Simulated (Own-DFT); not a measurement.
# Misfit strain and the stress it brings: diamond-structure SiGeSn with randomly placed atoms, 64 atoms (Ge52Si8Sn4)

Calculated, not measured: single-point runs of Own-DFT, a retired in-house plane-wave DFT program that no person has reviewed, on unrelaxed cells, without spin or spin-orbit coupling.

Settings: PBE; PseudoDojo norm-conserving scalar-relativistic files; cutoff 49 hartree; 3 x 3 x 3 k mesh centred on Gamma; Fermi-Dirac smearing of 0.1 eV.

Keep in mind: forces on such cells moved up to 12 meV/angstrom on a denser k mesh; stress not checked against mesh or cutoff.

Unstrained cell vectors in Å: (11.363, 0.000, 0.000); (0.000, 11.363, 0.000); (0.000, 0.000, 11.363). The unstrained cell has measured lattice constants (interpolated for alloys), not those of this functional. That, the random moves and any unrelaxed bonds set the pressure at no strain. Each run strains x and y alike by e, as a substrate would, and holds the height along z. All atoms carry random offsets, Gaussian with a width of 0.05 Å per axis. The random placing of the alloy's atoms differs from row to row. Stress is positive in tension.

| e (%) | u (Å) | (s_xx + s_yy)/2 (GPa) | s_zz (GPa) |
|---|---|---|---|
| -1.00 | 0.050 | -6.38 | -5.86 |
| -0.25 | 0.054 | -5.18 | -5.13 |
| 0.75 | 0.054 | -3.39 | -3.84 |
| 1.25 | 0.045 | -2.26 | -2.97 |
| 1.50 | 0.049 | -1.94 | -2.83 |
| 1.75 | 0.048 | -1.62 | -2.72 |
| 2.25 | 0.051 | -1.07 | -2.42 |
| 2.50 | 0.045 | ? | ? |
| 2.75 | 0.046 | -0.24 | -1.86 |
| 3.00 | 0.051 | 0.13 | -1.74 |

## Worked fit

With e as a fraction, the in-plane stress is -4.6 + 181 e - 846 e² GPa (errors 7 and 303, scatter 0.14), and s_zz is -4.6 + 126 e - 994 e² GPa (slope ± 8, scatter 0.16). At e = 0 the first slope is C11 + C12 and the second 2 C12, both with the ions held to the strained lattice and at the cell's own pressure. A free layer would change its height as e changes, and the in-plane slope would drop by 2 C12²/C11 to the biaxial modulus. At fixed height, a misfit of 1 % moves the in-plane stress by about 1.8 GPa and s_zz by 1.3 GPa.

## Prediction

Q: what are the two stresses at e = 2.50 %?

From the fit: -0.6 and -2.1 GPa. The run itself gave -0.67 and -2.22 GPa.
